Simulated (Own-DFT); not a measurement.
InP (zincblende, strained, atoms displaced) (calculated)

A calculation, not a measurement: plane-wave PBE density functional theory by an unreviewed code, no spin, of a simulated periodic cell, stress positive in tension, free energy of the whole cell less one offset for each atom, forces on such cells moved up to 12 meV/angstrom on a denser k mesh; offsets are fitted by least squares, one for each functional and potential file, so energies compare only between cells with the same atoms and settings and are not formation energies; the far tail of each file's local potential was reset to the Coulomb form; each entry is a single point on an unrelaxed cell, so the pressure reflects the starting lattice, mostly measured values (interpolated for alloys), from which strain is counted, and rises with the displacements; printed positions are rounded, which can move forces by about a meV/angstrom; the program, named Own-DFT, is a retired in-house code; no spin-orbit coupling; before rounding, a Quantum ESPRESSO 7.3.1 run of the same cell and cutoff gave forces within 1 meV/angstrom rms on each cell, which checks the program and not the settings. Program: Own-DFT development build.

Settings shared by all entries: functional PBE; potential files PseudoDojo norm-conserving, scalar-relativistic, standard set; wave cutoff 36 hartree; occupations Fermi-Dirac; smearing width 0.1 eV; k mesh 3 x 3 x 3 centred on Gamma.

(1) 
```xyz
64
Lattice="11.3066 0.0000 0.0000 0.0000 11.3066 0.0000 0.0000 0.0000 12.1251" Properties=species:S:1:pos:R:3:force_x:R:1:force_y:R:1:force_z:R:1 formula=InP free_energy_of_cell_above_offsets=-26.509 pressure=7.69 stress_xx=-8.78 stress_yy=-8.65 stress_zz=-5.65 stress_yz=-0.19 stress_xz=0.58 stress_xy=-0.22
In     0.0453    11.2630    12.0582      -1.22      1.699      0.712
In     0.1290     2.9250     3.1378     -1.323     -1.108     -1.815
In     2.8248    11.2398     3.1253      1.013      1.537     -2.134
In     2.8302     2.8724     0.0770     -0.953     -1.329     -2.045
P      1.4323     1.3764     1.4293     -0.322      0.151      1.245
P      1.4904     4.3259     4.4283      0.356      0.171      2.276
P      4.2922     1.4097     4.4682     -0.308      0.313       0.55
P      4.1386     4.2077     1.4270      1.915      1.148      1.621
In     0.0335     0.0373     5.9582     -1.185      0.203      1.603
In    11.2462     2.8727     9.1135     -0.028     -0.645     -0.246
In     2.8020    11.2223     9.0993      0.004      0.101      0.718
In     2.9024     2.8105     6.0905     -1.126     -0.751     -1.406
P      1.4346     1.3749     7.5717     -0.317      0.572      0.245
P      1.3211     4.2906    10.6372       1.81      -0.95      -0.99
P      4.3468     1.3560    10.6581     -1.434      0.923     -0.942
P      4.1717     4.2079     7.4935      1.371      1.534       0.96
In    11.2985     5.5524    12.0862     -0.292      1.648      0.637
In     0.0075     8.5936     3.0872     -0.476      0.011     -0.023
In     2.7663     5.7088     2.9154      0.451      0.728     -0.295
In     2.8465     8.3385    12.1216     -0.865      2.337       1.45
P      1.2913     7.2019     1.4582      0.143     -1.008      0.594
P      1.4532    10.0700     4.5377     -0.518     -2.616      0.834
P      4.2648     6.9962     4.6200     -0.637      0.312     -1.842
P      4.2911    10.0410     1.4735     -1.736     -2.404      1.293
In    11.2849     5.6592     6.1053     -0.506     -0.571     -2.602
In     0.0595     8.3866     9.0948     -0.098      0.303      0.927
In     2.9166     5.6899     9.1157     -0.569      0.272      0.158
In     2.8860     8.4601     5.9766     -0.723      0.508      1.056
P      1.2674     6.9673     7.4991      2.755      1.552      1.136
P      1.3647     9.8631    10.7986      1.704     -1.335     -2.585
P      4.3048     7.1557    10.8315      0.534     -1.057     -3.184
P      4.3288     9.9933     7.5301     -1.032     -1.765      1.034
In     5.5692     0.1123     0.1532      1.629     -0.238     -1.602
In     5.7276     2.7490     2.9549     -1.882        2.3      1.724
In     8.3938     0.0886     2.8737      1.289     -1.487      1.127
In     8.5700     2.8830     0.0390     -0.515     -0.483     -0.335
P      6.9754     1.4810     1.5678      1.978     -0.162     -2.426
P      7.1270     4.1683     4.5959     -1.132      0.879     -1.363
P      9.8933     1.4408     4.5121     -0.522      0.206     -0.263
P      9.8147     4.4270     1.4668      1.167     -1.901      0.673
In     5.6183     0.0758     6.1162      0.796     -0.338     -1.934
In     5.5645     2.9750     9.1755      0.441     -0.848     -0.521
In     8.3933    11.2586     8.9819     -0.587       0.46      0.704
In     8.3907     2.8574     6.0823      1.913     -0.567      0.062
P      7.0300     1.4768     7.4592     -0.326      0.017      2.007
P      7.1547     4.2981    10.5451     -0.569     -0.423      0.707
P      9.7887     1.3472    10.5883      0.341      0.296     -0.032
P      9.9131     4.2915     7.4952     -0.791     -0.894      0.739
In     5.6396     5.6270    12.0907      0.969     -0.638      0.828
In     5.5819     8.4093     2.9414      0.051      0.138       0.02
In     8.4451     5.5889     3.0045     -0.365      0.726      1.019
In     8.4920     8.5398    12.0239       0.26     -1.116      0.962
P      7.1059     7.0174     1.5217     -0.432       0.39      -0.66
P      7.0374     9.7797     4.4465     -0.141      1.384      0.252
P      9.8705     7.0498     4.4743     -0.041      0.306        0.8
P      9.9456     9.8747     1.3670     -0.713      0.477      1.363
In     5.7360     5.7174     5.9846      0.294     -0.823      1.216
In     5.7254     8.5429     9.2109     -1.616     -0.456     -1.087
In     8.4244     5.6621     8.9940      1.038      0.731      0.176
In     8.3104     8.4491     6.0903      2.279      1.139     -0.949
P      7.0459     7.2079     7.6102     -1.042     -1.617       0.58
P      7.0208     9.8124    10.6649      0.188       2.65      0.524
P      9.9154     7.0498    10.6648     -0.322     -0.371     -0.996
P      9.9636     9.8967     7.7640     -0.027     -0.222     -2.253
```

Units: free_energy_of_cell_above_offsets in eV; pressure, stress_xx, stress_yy, stress_zz, stress_yz, stress_xz, stress_xy in GPa; force_x, force_y, force_z in eV/Å.

(2) 
```xyz
64
Lattice="11.3066 0.0000 0.0000 0.0000 11.3066 0.0000 0.0000 0.0000 12.1251" Properties=species:S:1:pos:R:3:force_x:R:1:force_y:R:1:force_z:R:1 formula=InP free_energy_of_cell_above_offsets=-25.069 pressure=8.02 stress_xx=-8.89 stress_yy=-9.03 stress_zz=-6.14 stress_yz=0.4 stress_xz=0.18 stress_xy=0.92
In    11.2483    11.2811    12.0608      0.529     -0.105      0.473
In     0.0636     2.6747     2.9994     -1.105      2.058       1.45
In     2.7563    11.2387     3.0740     -0.331       0.32     -0.483
In     2.7533     2.7905    12.1042      1.284      0.055      0.288
P      1.3120     1.4806     1.4711      1.523     -2.077     -0.662
P      1.2528     4.2888     4.7719      3.101     -3.657     -4.437
P      4.1047     1.4759     4.4811      0.282      0.281      0.347
P      4.3094     4.2443     1.4888     -1.938     -0.755      0.529
In    11.2401     0.1228     5.9058     -0.162     -0.823      1.864
In     0.0608     2.7800     9.0817     -0.968      0.896      0.742
In     2.7947    11.2613     9.2449     -0.496      0.099     -1.862
In     2.7152     2.7885     6.1440      1.386      1.163     -0.435
P      1.3059     1.4918     7.5002       0.38     -2.282      1.086
P      1.5414     4.2575    10.6156     -2.076     -0.424      0.551
P      4.2356     1.4000    10.4972     -0.485       0.08       1.78
P      4.2678     4.1683     7.7441      0.259      0.401     -2.516
In    11.2120     5.6025     0.0045      1.197     -0.163      0.433
In     0.0131     8.5078     2.9730      0.257     -0.893      0.953
In     2.8103     5.5795     3.1188      -0.62     -0.482     -0.559
In     2.8212     8.5111    12.0361      0.884      -0.59      2.102
P      1.4617     7.0293     1.5286     -0.055     -0.117     -0.225
P      1.3089     9.9382     4.6301      0.969     -1.065     -0.396
P      4.2320     6.8985     4.5448      0.365      2.372      0.325
P      4.3130     9.9667     1.5971     -1.676      0.453     -1.981
In     0.1324     5.6339     6.0182     -3.713      1.787      2.405
In     0.1906     8.4712     9.2156      -1.78     -1.356     -2.854
In     2.8383     5.5126     9.1072      0.482      1.651     -0.236
In     2.8061     8.4644     6.2300      0.649      0.177     -0.844
P      1.4001     6.8976     7.5228      0.879      1.358      2.141
P      1.4058     9.7812    10.6311      0.556      2.329      0.922
P      4.2743     7.0337    10.7162     -0.875     -0.265     -0.773
P      4.3536     9.9665     7.6586     -1.017     -0.517     -0.129
In     5.6572     0.0123    12.0222     -1.741     -0.276      0.143
In     5.6096     2.9135     3.0379       0.53     -1.453     -0.674
In     8.4615    11.2865     3.0550      1.246      0.928     -1.474
In     8.3876     2.9453    12.0082       0.94     -1.064      1.025
P      7.0779     1.2698     1.2461      0.923      1.773      2.526
P      6.9433     4.2640     4.5704      3.406     -2.497      -1.81
P      9.8599     1.5638     4.6405     -0.182     -0.962     -2.599
P      9.9117     4.1348     1.4803     -0.487      0.165      0.885
In     5.5480     0.1222     6.0262      0.193     -0.568     -0.769
In     5.6156     2.7188     9.0542      1.222      0.326      0.069
In     8.2882    11.2975     9.2532      2.116     -0.517     -0.316
In     8.4958     2.7065     6.1255     -1.329      1.813      1.355
P      7.0464     1.2335     7.6357     -0.075      1.287     -0.844
P      6.9789     4.2380    10.6314     -0.313      0.358     -1.533
P      9.8914     1.3881    10.6807     -0.536      0.752      -1.21
P      9.8951     4.2967     7.5858     -0.291     -0.177      0.426
In     5.5755     5.5613     0.0109      1.232      1.023      0.241
In     5.6844     8.6902     2.9742      0.186     -3.194      0.275
In     8.4621     5.7089     3.0067      1.678     -0.995      1.624
In     8.3470     8.4617    12.0388       1.26      0.219      0.402
P      7.2305     6.9672     1.4766     -2.355      1.145     -0.513
P      7.0595     9.9555     4.4118      0.025     -0.186      2.796
P      9.9903     7.0929     4.7350     -1.187      0.479     -1.521
P     10.0130     9.8187     1.4360     -1.768      0.451      0.237
In     5.7905     5.5849     5.9092     -2.408      1.777      3.368
In     5.5811     8.3266     9.1245      0.149      0.634     -0.274
In     8.4262     5.7467     9.1643       1.06     -0.623      0.262
In     8.4424     8.5236     6.2036      0.071      0.042     -0.692
P      7.0248     7.0170     7.6333     -0.285      0.111     -0.886
P      6.9268     9.8636    10.6280      0.067     -1.187     -0.523
P     10.0275     7.1267    10.6840     -1.323      -0.01     -0.752
P      9.9180     9.9189     7.6179      0.292      0.519      0.756
```

Units: free_energy_of_cell_above_offsets in eV; pressure, stress_xx, stress_yy, stress_zz, stress_yz, stress_xz, stress_xy in GPa; force_x, force_y, force_z in eV/Å.

(3) 
```xyz
64
Lattice="11.3066 0.0000 0.0000 0.0000 11.3066 0.0000 0.0000 0.0000 12.1251" Properties=species:S:1:pos:R:3:force_x:R:1:force_y:R:1:force_z:R:1 formula=InP free_energy_of_cell_above_offsets=-27.997 pressure=7.39 stress_xx=-8.51 stress_yy=-8.34 stress_zz=-5.32 stress_yz=-0.24 stress_xz=0.74 stress_xy=1.19
In     0.1066    11.2402    12.0299     -2.148      2.206       2.49
In     0.0058     2.8773     3.0388     -0.336     -0.442     -1.207
In     2.7648     0.0487     3.0540     -0.329     -0.179      0.122
In     2.9170     2.7040    12.0822     -0.995       0.82     -1.164
P      1.4839     1.4635     1.4237     -1.352     -0.626      1.087
P      1.4591     4.1030     4.5307      0.214       1.08      0.465
P      4.1944     1.4047     4.6324     -0.786      1.233     -1.842
P      4.1502     4.1028     1.4451      1.138      1.773      0.803
In     0.0081     0.1304     5.8462      0.406      -0.54      2.128
In    11.2770     2.8055     9.0270      0.435      0.283      2.106
In     2.8087    11.2021     9.0117     -0.367      1.252      1.002
In     2.8374     2.7939     6.1273       0.39      0.792      0.526
P      1.3827     1.5279     7.6252      0.511     -1.794     -0.861
P      1.3598     4.2827    10.6942      0.547     -0.528     -0.679
P      4.3172     1.4519    10.5945     -0.181     -0.795     -1.251
P      4.2411     4.3796     7.6409      1.315     -1.984     -1.423
In    11.3065     5.7167     0.0945      -0.48     -0.431     -1.488
In    11.2217     8.4502     3.0865      0.859      1.672     -1.986
In     2.8121     5.6388     3.0388      0.238      0.087     -0.068
In     2.8431     8.4791    12.1075     -0.309          0      0.125
P      1.2930     7.0563     1.5384      1.713      0.936      0.746
P      1.3514     9.8716     4.5696      0.952     -0.359     -0.199
P      4.2600     7.0767     4.7239     -0.406     -0.395     -2.105
P      4.1720     9.9669     1.5597      0.576     -0.675     -0.024
In     0.0770     5.5907     6.0673     -0.042      -0.04      0.256
In    11.2699     8.4776     9.0009     -0.488      1.223      0.493
In     2.8958     5.6075     9.0678     -1.638      0.865      1.697
In     2.8288     8.3512     6.1591     -0.187      1.738     -0.386
P      1.4236     7.1317     7.6244     -0.207     -1.532      0.256
P      1.3319     9.9990    10.6627      2.378     -2.949     -2.686
P      4.3317     6.9778    10.6598     -1.546      1.374       -1.1
P      4.2279     9.9121     7.5788      0.485     -1.031     -0.178
In     5.6428     0.0548     0.0123     -0.463     -0.689     -0.132
In     5.6050     2.7545     2.9638      0.004     -0.276     -0.122
In     8.5651    11.2873     3.0397     -0.461     -0.472     -0.208
In     8.5082     2.8365     0.0557       0.21     -0.455     -0.905
P      7.0944     1.3561     1.4473      0.325      0.327      1.156
P      7.0235     4.0925     4.5491     -0.861      1.622     -1.332
P      9.8672     1.5096     4.5891     -0.071     -0.072     -1.738
P      9.8702     4.2966     1.4605     -0.014     -0.227      1.215
In     5.4625     0.0554     5.9792      1.844     -0.941       1.81
In     5.7902     2.7788     9.0258     -0.743      0.573      0.187
In     8.4954    11.2407     9.0774     -0.138     -0.027      1.484
In     8.4528     2.8984     5.9245      0.434     -0.844       2.99
P      7.0868     1.2699     7.6448     -0.272       0.79     -1.974
P      7.1780     4.1959    10.5431     -0.515      0.305      0.575
P      9.9486     1.3840    10.5741     -0.546      0.064      0.444
P      9.9319     4.1917     7.6793     -0.569      0.474     -2.407
In     5.6697     5.6686    12.0376      1.319     -1.455      1.682
In     5.6273     8.4342     3.0969      0.177      0.741     -0.315
In     8.4833     5.6686     3.1017      0.221      0.063      0.097
In     8.5045     8.4476    12.1160     -0.591     -0.674     -1.488
P      7.1601     7.1326     1.5218     -1.215     -0.993      0.526
P      7.0175     9.9408     4.6817      0.406     -0.292     -1.151
P     10.0527     7.1588     4.5743     -2.099     -1.928      1.518
P      9.8412     9.8045     1.3219      1.535      1.541      2.207
In     5.6880     5.6342     5.9952      0.149     -0.758      0.574
In     5.6914     8.4413     9.1299          0      0.263     -0.272
In     8.4866     5.6024     8.9852     -0.005      0.914      0.818
In     8.4468     8.4371     6.1070      0.625      0.643      -0.61
P      7.0661     7.0339     7.4870      -0.26     -0.216      1.001
P      7.0295     9.8686    10.7073      0.239      0.093     -0.749
P      9.9314     7.0829    10.5621     -0.412     -0.446     -0.071
P      9.8128    10.0095     7.4946      1.388     -0.683     -0.466
```

Units: free_energy_of_cell_above_offsets in eV; pressure, stress_xx, stress_yy, stress_zz, stress_yz, stress_xz, stress_xy in GPa; force_x, force_y, force_z in eV/Å.

(4) 
```xyz
64
Lattice="11.3066 0.0000 0.0000 0.0000 11.3066 0.0000 0.0000 0.0000 12.1251" Properties=species:S:1:pos:R:3:force_x:R:1:force_y:R:1:force_z:R:1 formula=InP free_energy_of_cell_above_offsets=-25.940 pressure=7.83 stress_xx=-8.79 stress_yy=-8.63 stress_zz=-6.07 stress_yz=0.32 stress_xz=0.65 stress_xy=-0.7
In    11.2958    11.2389     0.0271       0.03      1.258      0.324
In     0.0185     2.6019     3.0549      0.579      2.254     -0.168
In     2.7137    11.2997     3.1594      0.816     -1.114     -0.697
In     2.7946     2.9293     0.0736     -1.199     -1.957     -2.008
P      1.4458     1.3488     1.6383      0.164      0.053     -2.065
P      1.3932     4.3745     4.5029     -1.083     -2.782      1.287
P      4.1207     1.3743     4.5458      1.581      0.315     -0.076
P      4.2343     4.0826     1.4458      0.674      2.329      1.591
In    11.2502    11.2079     6.1563     -0.197      1.131     -1.176
In    11.2893     2.8088     9.1168      0.629      0.353     -0.776
In     2.9190     0.0808     9.1049     -1.021     -0.801     -0.567
In     2.8096     2.7148     6.0778     -0.508        1.3     -0.036
P      1.3393     1.3604     7.5292      0.567      0.156      0.953
P      1.2792     4.3104    10.6295      1.276     -0.506     -0.247
P      4.3060     1.2608    10.6337      0.387      1.832      1.107
P      4.3056     4.1227     7.5745     -0.757      0.655      0.335
In     0.0092     5.5966     0.1443     -0.291      0.825     -0.658
In    11.2009     8.3557     2.9978      0.503     -0.034      0.509
In     2.7826     5.6039     3.1877      1.841      1.748     -2.257
In     2.9166     8.5827    12.1066     -0.951      0.128       0.49
P      1.4279     7.1362     1.4272      0.785     -0.301      0.979
P      1.2321     9.9231     4.5276      0.637     -1.552      0.457
P      4.3524     7.1129     4.5591     -0.923     -0.425      0.317
P      4.3419     9.8526     1.5002     -1.322      1.151      0.334
In    11.2890     5.5461     6.1063      0.016      1.037     -0.253
In     0.0662     8.3748     9.1554      1.011      2.252     -1.501
In     2.8184     5.7197     9.1180       0.89     -1.982      0.589
In     2.7990     8.4412     6.1563     -0.007      0.301     -0.921
P      1.4624     6.9597     7.6695     -1.158      0.897     -1.628
P      1.3907     9.9568    10.7096      0.717      -0.35     -1.621
P      4.1592     7.1909    10.5784      -0.16      -1.93      1.276
P      4.3376     9.8093     7.6459      -2.11      1.375     -1.474
In     5.8101    11.2018     0.0796      0.012      1.063     -0.157
In     5.6921     2.7930     2.9513     -1.299      1.306      2.558
In     8.4228     0.0156     2.9776      0.731     -0.238      1.276
In     8.5150     2.8694    12.0713     -0.373      0.679      0.675
P      7.0919     1.5223     1.6860      1.116     -1.183     -3.165
P      7.1899     4.2437     4.5971     -1.895      1.026     -1.814
P      9.9244     1.4777     4.5039     -1.626      -1.61      1.918
P      9.9880     4.2566     1.6553     -0.978     -0.604     -0.232
In     5.5720    11.2769     6.1055      0.485      0.348     -0.383
In     5.7801     2.8304     9.1171     -1.829     -0.585      0.449
In     8.4953    11.2413     9.0444      0.501      1.183      1.038
In     8.3071     2.8344     6.0444      1.241     -1.725      0.989
P      7.0209     1.3643     7.7301      0.508      -0.24     -2.067
P      6.9562     4.3151    10.5325      1.062       0.38      1.508
P      9.9789     1.4912    10.6316     -0.999     -1.462      0.223
P      9.9186     4.1139     7.4749     -0.748     -0.032      1.054
In     5.5722     5.7067     0.0148     -0.365     -0.346      -0.43
In     5.6251     8.6025     3.0471      -0.67     -2.199     -0.889
In     8.4817     5.7986     2.9951     -0.058     -1.764      0.034
In     8.4848     8.5812     0.0966     -0.509     -0.818     -1.321
P      6.9481     6.9688     1.5958      0.208      1.524     -0.877
P      6.9150     9.8715     4.4247      2.275       1.64      2.246
P      9.7422     7.0298     4.5895      1.925      0.008      0.229
P      9.9375     9.9372     1.5716     -0.691     -0.158      0.095
In     5.6945     5.6361     6.1246      0.268      0.143     -0.155
In     5.4279     8.4480     9.1237      3.167      -0.69     -0.405
In     8.5259     5.5841     9.1041      0.608      0.717     -0.461
In     8.5363     8.5122     6.0154      -1.26       0.82     -0.024
P      7.1824     7.1226     7.5541     -0.933     -0.237      0.874
P      6.9685     9.9620    10.3941      0.552     -1.162      1.746
P     10.0895     7.1023    10.5238     -2.732     -1.702      2.508
P      9.8137     9.9466     7.5580       0.89     -1.699       0.54
```

Units: free_energy_of_cell_above_offsets in eV; pressure, stress_xx, stress_yy, stress_zz, stress_yz, stress_xz, stress_xy in GPa; force_x, force_y, force_z in eV/Å.
